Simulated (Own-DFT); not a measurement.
# What random displacements cost in a stack of Si and Ge or SiGe layers, 96 atoms (Ge48Si48)

All numbers below are calculated, not measured. The program, named Own-DFT, is a retired in-house plane-wave density functional code that no person has reviewed. Each row is one single-point run on a periodic cell that was not relaxed, without spin or spin-orbit coupling.

Settings of every run: PBE; PseudoDojo norm-conserving scalar-relativistic files; cutoff 42 hartree; 3 x 3 x 2 k mesh centred on Gamma; Fermi-Dirac smearing of 0.1 eV.

Known limits: forces on such cells moved up to 12 meV/angstrom on a denser k mesh; stress not checked against mesh or cutoff.

Cell vectors in Å: (10.862, 0.000, 0.000); (0.000, 10.862, 0.000); (0.000, 0.000, 16.293). In each run every atom was moved at random and independently from its ideal site; u is the rms move along one axis. The random placing of the alloy's atoms differs from row to row. E is the free energy for each atom above the fitted value at u = 0, and F the rms of the force components.

```
run,u (Å),E (meV/atom),F (eV/Å),largest force (eV/Å),P (GPa)
1,0.0297,19.9,0.604,2.20,9.17
2,0.0299,19.1,0.562,1.85,9.15
3,0.0599,76.8,1.161,4.35,9.87
4,0.0607,84.8,1.162,4.94,9.98
5,0.0612,81.3,1.208,5.35,9.93
6,0.0986,?,?,?,?
7,0.1054,241.9,2.077,10.02,12.02
```

## Worked fit

For small independent moves the energy grows as E = (3/2) K u², with K the mean stiffness felt by one atom. The runs with u up to 0.11 Å give K = 14.6 ± 0.3 eV/Å², with residuals divided by u² + 0.0006 Å², since the noise grows with the moves. The scatter is 1.8 meV/atom at u = 0.05 Å. The forces follow F = G u with G = 19.5 eV/Å²; no force at u = 0 is resolved. G exceeds K because the moves of its neighbours add to the force on an atom, and stiffness differs between atoms. The pressure follows P = 8.90 + 280 u² GPa: at fixed volume, shortened bonds push harder than stretched ones pull.

## Withheld run

Question: what energy and rms force should run 6 give?

The fit gives 213 ± 7 meV/atom and about 1.92 eV/Å. The calculation gave 220.2 meV/atom and 2.030 eV/Å.
